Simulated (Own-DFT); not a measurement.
## Calculated data, Hf36O71 (tetragonal hafnia with one neutral oxygen vacancy, atoms displaced)

Computed with Own-DFT development build. A calculation, not a measurement: plane-wave PBE and HSE06 DFT by an unreviewed code, no spin, of a simulated cell at Gamma alone, so results move with cell size and shape, stress positive in tension, energies less offsets, not probed for a lower state with spin; hafnium file: forces about 75 meV/angstrom off all-electron values; oxygen file: force components 24 meV/angstrom off all-electron in a glass; k mesh not checked against a denser one; forces and stress are PBE's, HSE06 gives the energy alone, and its difference from PBE has offsets of its own; offsets are fitted by least squares, one for each functional and potential file, so energies compare only between cells with the same atoms and settings and are not formation energies; the far tail of each file's local potential was reset to the Coulomb form; each entry is a single point on an unrelaxed cell, so the pressure reflects the starting lattice, taken from the Materials Project, from which strain is counted, and rises with the displacements; printed positions are rounded, which can move forces by about a meV/angstrom; the program is a retired in-house code; no spin-orbit coupling.

Settings shared by all entries: first functional PBE; second functional HSE06; exact exchange share 0.25; screening 0.11 1/bohr; exchange divergence Gygi-Baldereschi; potential files PseudoDojo norm-conserving, scalar-relativistic, made for PBE, standard set; wave cutoff 48 hartree; occupations fixed; k mesh 1 x 1 x 1 centred on Gamma.

(1) 
```xyz
107
Lattice="10.7800 0.0000 0.0000 0.0000 10.7800 0.0000 0.0000 0.0000 10.4493" Properties=species:S:1:pos:R:3:force_x:R:1:force_y:R:1:force_z:R:1 formula=Hf36O71 PBE_energy_of_cell_above_offsets=-96.950 HSE06_less_PBE_above_offsets=0.089 PBE_pressure=2.13 PBE_stress_xx=-2.62 PBE_stress_yy=-1.28 PBE_stress_zz=-2.48 PBE_stress_yz=-1 PBE_stress_xz=-0.2 PBE_stress_xy=-0.05
Hf    10.7775     0.0393    10.4185     -0.418     -1.248       1.25
Hf     1.8238     1.7939     2.6669      0.011     -1.331     -0.463
O      0.0774     1.7190     1.5765     -1.427      0.499      0.208
O      1.6824    10.6771     3.7385      0.641      2.877     -2.088
O      0.0136     1.9135     4.2088      0.142     -2.257     -0.902
O      1.7960    10.7731     0.9870      0.882     -0.187     -0.455
Hf     0.0189     0.0710     5.2307      0.215     -1.818     -0.589
Hf     1.6878     1.7743     7.9097      1.952        0.7     -1.692
O     10.7728     1.7889     6.7966     -0.522      0.482     -0.128
O      1.8471     0.0598     8.8019      0.114     -1.459      0.913
O      0.0214     1.7926     9.3845     -0.081      0.456     -0.194
O      1.7574     0.0161     6.1680      1.578     -0.139      1.672
Hf     0.0436     3.5475     0.0194     -0.292      1.279      -0.13
Hf     1.8108     5.4032     2.5570      1.028      0.624      0.368
O      0.0700     5.4366     1.5592     -0.581      0.179     -0.273
O      1.7943     3.6535     3.5292     -0.013     -1.099      1.009
O     10.6920     5.3780     4.1555      0.302     -0.384      0.434
O      1.8132     3.5701     0.9806     -0.117      0.046     -0.096
Hf     0.0663     3.5230     5.2252     -0.961      2.856      0.497
Hf     1.8188     5.3411     7.8239     -0.034      0.807      0.346
O     10.7041     5.3812     6.8033      3.476      0.136     -0.861
O      1.7730     3.5582     8.8045      -0.28      0.792      0.453
O     10.7338     5.3858     9.4519      0.583     -0.197      -0.11
O      1.8154     3.7123     6.2042      0.093     -0.513     -0.015
Hf     0.0642     7.2090    10.4442     -0.374      0.116      0.346
Hf     1.8181     8.9190     2.5599     -1.579      1.034      2.199
O      0.0662     8.9620     1.5931     -1.202     -0.486     -0.503
O      1.8473     7.1597     3.6422     -0.617     -0.271      -0.45
O      0.1181     9.0242     4.2220     -1.155     -1.392      0.857
Hf     0.0155     7.1911     5.1642      -1.14      0.653     -0.277
Hf     1.8547     9.0791     7.7988     -1.817     -1.247      0.252
O     10.7617     9.0983     6.9175      1.615     -0.903     -0.518
O      1.8999     7.1418     8.9385     -1.016      0.969     -0.727
O     10.7652     9.0178     9.4226      0.243     -0.321      0.291
O      1.8456     7.1428     6.2525     -2.129     -0.148      0.789
Hf     3.6555    10.7386    10.4204     -0.531      1.888      0.844
Hf     5.4279     1.8494     2.6082     -0.896     -1.417     -0.113
O      3.5751     1.7766     1.6025      0.953      0.154      0.226
O      5.3964     0.0001     3.7046      0.043      0.124     -0.852
O      3.6324     1.8313     4.1798      -0.15      0.098     -0.044
O      5.4084    10.7646     1.0682      -1.13     -0.502     -0.296
Hf     3.7167     0.0763     5.2300     -2.937     -0.642      -1.27
Hf     5.3677     1.8085     7.8669     -0.348      -0.34      0.423
O      3.5650     1.7664     6.7902     -0.056      0.494      0.201
O      5.3638    10.7333     8.8697     -0.595       0.79     -0.459
O      3.6014     1.8536     9.3995       0.11     -0.955      0.655
O      5.3888     0.0537     6.1724      0.886     -0.491      1.722
Hf     3.6440     3.6371     0.0336     -1.158      0.103     -1.044
Hf     5.4038     5.3391     2.5844       0.67      1.946     -0.096
O      3.6027     5.3804     1.5803     -0.854     -0.017     -0.163
O      5.4421     3.6198     3.6143     -0.127     -1.293      0.486
O      3.6008     5.4655     4.1734      0.159     -1.901      0.791
O      5.3440     3.6728     1.0426      1.622     -1.198       0.53
Hf     3.6688     3.5763     5.2680     -0.768      1.304     -0.652
Hf     5.4663     5.3558     7.8390      0.717      0.124      0.347
O      3.6185     5.3118     6.8266      0.359      0.204      -0.02
O      5.3757     3.5742     8.9052     -0.069        0.1     -0.371
O      3.5980     5.4368     9.4580     -0.205     -1.499     -0.139
O      5.4595     3.5706     6.1807     -1.555      0.017      0.973
Hf     3.6200     7.2230    10.4217     -0.592     -1.656      0.855
Hf     5.3187     8.9635     2.6430      0.958     -0.706      0.646
O      3.5568     8.9537     1.6980      1.447     -0.099     -1.915
O      5.4118     7.1071     3.6027     -0.281       2.09      0.356
O      3.4799     9.0497     4.2464      1.367     -1.011      0.221
O      5.3655     7.1126     1.0993      0.373       1.13     -1.295
Hf     3.5322     7.1477     5.2946       1.51      0.683     -1.867
Hf     5.3307     8.9646     7.7735      1.309     -0.962      0.967
O      3.5761     8.8847     6.7980      0.076      0.936      0.169
O      5.3067     7.1176     8.7795      0.282      1.537      0.443
O      3.6261     8.9667     9.4784     -0.206       0.87     -0.801
O      5.4287     7.2332     6.2382     -0.994     -0.239      0.111
Hf     7.1526    10.6547    10.4185      0.427      2.761      0.882
Hf     8.9685     1.7618     2.6779      0.458      0.189     -1.841
O      7.1877     1.6043     1.5628      0.058      2.035       0.49
O      9.0670     0.0156     3.5932      -0.34      0.033      0.861
O      7.1925     1.7552     4.1680      0.084      0.193      -0.31
O      8.9413    10.7344     0.9503      1.289     -0.214      0.641
Hf     7.1838     0.0193     5.2100       0.67      -1.46      1.004
Hf     9.0078     1.8662     7.9036     -1.552     -0.445     -0.549
O      7.0839     1.8186     6.7777      2.061     -0.238     -0.074
O      8.9755     0.0955     8.9050      0.135     -0.774     -0.719
O      7.1480     1.7767     9.3643      -0.06      0.211      0.667
O      9.0179    10.6122     6.2684     -1.218      1.346     -0.929
Hf     7.1633     3.4974     0.0546       0.58      1.856     -1.428
Hf     9.0842     5.3023     2.6276     -1.406      1.627     -0.042
O      7.1988     5.4268     1.5445      0.382     -0.792      0.125
O      8.9588     3.4970     3.6596     -0.334      0.983     -0.297
O      7.1194     5.4552     4.0983      0.827     -1.765      0.874
O      9.0018     3.6394     1.0429      0.063     -0.694      0.054
Hf     7.1848     3.5329     5.2239      1.153      1.695     -0.366
Hf     9.0863     5.3908     7.7619     -3.211       0.74      1.628
O      7.2186     5.3185     6.7879     -0.398      0.175     -0.414
O      8.9743     3.6393     8.8706      0.279     -1.294      0.076
O      7.1599     5.3596     9.3497     -0.556     -0.163       1.36
O      8.9736     3.6438     6.1971      0.674     -0.955      0.332
Hf     7.2114     7.1833     0.0284      0.032     -1.582     -0.152
Hf     8.9435     9.0435     2.5679      1.441     -1.999       0.26
O      7.2127     8.9913     1.6214      -1.74      0.175     -0.276
O      9.0020     7.2029     3.5979      0.571     -0.066      0.052
O      7.2127     8.9147     4.2499     -0.092      2.088     -0.509
O      8.9245     7.2222     1.0629      1.397      0.063     -0.791
Hf     7.1045     7.1665     5.1605      1.462     -1.024      0.283
Hf     8.9830     8.9620     7.8303     -0.215       0.25      0.085
O      7.1304     9.0704     6.9055      0.146      0.038      -0.41
O      8.9379     7.1535     8.8751          0      0.759      -0.02
O      7.1003     9.0404     9.4602      0.251      -3.02     -0.854
O      8.9779     7.1935     6.2909      0.181      0.504     -0.677
```

Units: PBE_energy_of_cell_above_offsets, HSE06_less_PBE_above_offsets in eV; PBE_pressure, PBE_stress_xx, PBE_stress_yy, PBE_stress_zz, PBE_stress_yz, PBE_stress_xz, PBE_stress_xy in GPa; force_x, force_y, force_z in eV/Å.

(2) 
```xyz
107
Lattice="10.7800 0.0000 0.0000 0.0000 10.7800 0.0000 0.0000 0.0000 10.4493" Properties=species:S:1:pos:R:3:force_x:R:1:force_y:R:1:force_z:R:1 formula=Hf36O71 PBE_energy_of_cell_above_offsets=-87.634 HSE06_less_PBE_above_offsets=0.625 PBE_pressure=4.4 PBE_stress_xx=-7.5 PBE_stress_yy=-1.99 PBE_stress_zz=-3.72 PBE_stress_yz=-0.69 PBE_stress_xz=0.81 PBE_stress_xy=0.38
Hf     0.0097     0.0984    10.3426     -0.523     -2.849      2.229
Hf     1.7653     1.6518     2.5218      1.292      0.943      1.921
O     10.6503     1.6532     1.6563      6.345      0.955     -2.567
O      1.8791    10.7223     3.6868     -0.868      1.154     -0.373
O      0.0165     1.8169     4.1747      0.753     -1.064      0.904
O      1.6930    10.6829     1.0827      0.928      1.825       0.48
Hf    10.7133     0.1141     5.3154      1.171     -0.204     -1.153
Hf     1.8985     1.6828     7.8507     -0.845      1.606      1.483
O      0.0597     1.8127     6.8916     -0.346     -1.067      -1.22
O      1.7816    10.6640     8.9816       0.09      2.465     -0.666
O     10.7774     1.7576     9.5198      0.435      1.878     -1.169
O      1.7965     0.0495     6.3258     -0.762       0.13     -0.292
Hf     0.0612     3.6596     0.0786     -0.217      2.503     -2.343
Hf     1.9595     5.4586     2.6579     -2.397     -1.683     -0.579
O      0.1460     5.3969     1.4194     -1.551     -0.129      2.331
O      1.8486     3.7019     3.6756     -0.995     -2.188      0.026
O      0.0922     5.4307     4.1617     -1.738      0.858      0.491
O      1.8885     3.7324     1.0296     -0.655     -1.993      0.297
Hf     0.0876     3.6279     5.1831     -0.347      0.519     -0.549
Hf     1.8557     5.4383     7.7383     -3.198      -0.57      3.475
O     10.7524     5.3946     6.8493      1.596      0.254     -1.999
O      1.8191     3.6122     8.9351      0.085     -0.997     -1.504
O      0.0763     5.3975     9.3442      0.107     -0.575      1.056
O      1.7635     3.5749     6.2685     -0.747      0.367       0.88
Hf     0.0198     7.2226     0.1122      0.213     -2.446     -1.992
Hf     1.9452     8.8991     2.7546     -1.121       0.67      -3.02
O      0.0459     8.7297     1.4476     -0.195      2.518      2.662
O      1.9264     7.1650     3.5886     -0.221     -0.116      1.845
O     10.7763     8.9004     4.0990      0.152      0.981      1.491
O      1.8424     7.2984     1.0637      0.866     -0.817     -0.319
Hf    10.7101     7.2165     5.2993      1.335     -0.845     -0.668
Hf     1.6316     8.9674     7.8720       6.23     -0.619      2.377
O      0.0748     8.9991     6.9376     -5.101      0.756     -3.818
O      1.8735     7.2574     8.8732     -0.148     -2.167     -0.504
O      0.0445     8.9556     9.4468     -0.815      0.871     -0.991
O      1.7596     7.2546     6.2436      0.264     -0.766     -0.155
Hf     3.5156     0.0327     0.0080      2.236     -2.535      -0.59
Hf     5.2837     1.8671     2.5338      3.454     -0.998       3.52
O      3.6924     1.9284     1.4700      -3.12      -0.74      -0.03
O      5.3622     0.0345     3.6295     -0.926      -0.53     -0.698
O      3.5688     1.7672     4.1897     -0.536      0.479      0.072
O      5.4026     0.0252     1.0205     -0.153     -0.074     -0.129
Hf     3.6031    10.7455     5.2557        0.7      0.707     -1.313
Hf     5.3142     1.8167     7.7389       1.51      -2.13      1.596
O      3.5567     1.8866     6.7670      0.142     -0.643      0.031
O      5.3394    10.6525     8.9338     -0.745      1.142     -1.476
O      3.5717     1.8463     9.4664     -0.354     -1.327      -1.29
O      5.4059    10.6708     6.2488     -0.109      1.436      0.068
Hf     3.6594     3.6050     0.0084      -1.94      0.256     -0.727
Hf     5.5012     5.5024     2.5285     -1.367     -2.947      2.008
O      3.5433     5.4294     1.6188      3.944      0.512     -1.341
O      5.3537     3.6504     3.7372      0.364     -0.503     -2.316
O      3.6048     5.3018     4.1914     -0.241       2.74      0.824
O      5.4722     3.7450     0.9293     -2.828       0.13      1.373
Hf     3.4937     3.7128     5.3461      2.739      -1.87       -2.9
Hf     5.4679     5.4969     7.8539     -0.961     -2.605      0.541
O      3.5776     5.3024     6.8470      1.584      0.801     -0.761
O      5.4952     3.4364     8.6953     -0.874      3.505      2.121
O      3.5510     5.3575     9.4299      0.914     -0.317      -0.74
O      5.4407     3.6572     6.2789     -1.434      0.163     -0.202
Hf     3.5244     7.1190    10.3422     -0.744      2.094      1.008
Hf     5.3770     8.9238     2.4857      1.653      2.573      1.622
O      3.6237     9.0100     1.5291     -0.078      0.059      0.989
O      5.3875     7.1034     3.7307     -0.419      1.373     -0.994
O      3.4229     8.9415     4.2175      1.606      0.173      0.453
O      5.5155     7.2294     1.0271       -2.5     -1.257      0.897
Hf     3.6764     7.2439     5.2775     -2.585     -0.755     -1.396
Hf     5.4518     8.9381     7.7790     -1.202      2.804        1.2
O      3.5581     9.0134     6.8133      0.382     -0.554     -0.131
O      5.2020     7.2391     8.8456      1.187     -1.229     -0.105
O      3.4808     8.9216     9.4806      0.448       1.49      0.367
O      5.3716     7.2027     6.2028      1.604      -0.63      1.905
Hf     7.2966    10.6764     0.0425     -2.726      2.165      -0.01
Hf     9.0932     1.7772     2.5730     -6.632     -0.031      1.933
O      7.2136     1.8807     1.5861     -1.081      0.274     -0.223
O      8.9816    10.7617     3.5438      0.831     -0.552      2.378
O      7.2260     1.7348     4.1931      0.229       0.83      1.838
O      8.9645     0.1392     1.1109      0.991     -1.922     -1.638
Hf     7.2640     0.0026     5.2871     -1.615     -0.416     -2.459
Hf     8.9711     1.7801     7.6612     -1.255      1.721      3.726
O      7.1339     2.0237     6.8443      1.029      -1.64     -1.436
O      9.0078    10.6737     8.8625      0.459      4.217      1.212
O      7.2573     1.7628     9.2219      0.353     -1.172      2.054
Hf     7.1401     3.5976     0.0589      3.018     -2.929     -2.862
Hf     9.0138     5.3482     2.7461      0.787     -0.607     -1.839
O      7.2774     5.2134     1.5262     -0.559      2.573      0.859
O      9.0712     3.4718     3.6364      0.205       2.97        0.7
O      7.1137     5.3485     4.1880      1.767      0.651       0.13
O      8.9006     3.6615     1.0173      2.976     -0.274      0.168
Hf     7.2270     3.5500     5.4054     -1.811     -0.918     -3.616
Hf     8.9531     5.3094     7.6951        2.6      0.608      4.363
O      7.1915     5.3726     6.8905     -1.091      0.707     -2.424
O      9.0719     3.5283     8.7350      0.044      0.238      0.277
O      7.1866     5.3361     9.3412     -1.277      0.627      0.758
O      9.0492     3.6585     6.2869       0.26     -0.755     -1.258
Hf     7.1801     7.0094     0.1058      3.883      1.839      -2.02
Hf     9.2141     8.9644     2.5954     -1.503      1.019     -1.807
O      7.1812     8.9382     1.6162      1.086      0.443     -0.149
O      8.8421     7.3072     3.5185     -0.205      -2.93      2.254
O      7.0044     9.0269     4.2681      0.449     -0.772      0.138
O      9.0195     7.2026     1.0611     -1.686     -0.853     -0.178
Hf     7.1715     7.1784     5.2035      0.575      1.523     -1.149
Hf     9.0541     9.1083     7.9488     -1.573     -6.355      -1.36
O      7.1573     9.0775     6.6960      2.213     -0.667      1.745
O      9.0106     7.0761     8.8276     -0.493       1.63      0.012
O      7.1568     9.0124     9.4418      0.641     -2.234     -0.576
O      9.0200     7.1855     6.2786     -1.312       0.04     -1.064
```

Units: PBE_energy_of_cell_above_offsets, HSE06_less_PBE_above_offsets in eV; PBE_pressure, PBE_stress_xx, PBE_stress_yy, PBE_stress_zz, PBE_stress_yz, PBE_stress_xz, PBE_stress_xy in GPa; force_x, force_y, force_z in eV/Å.
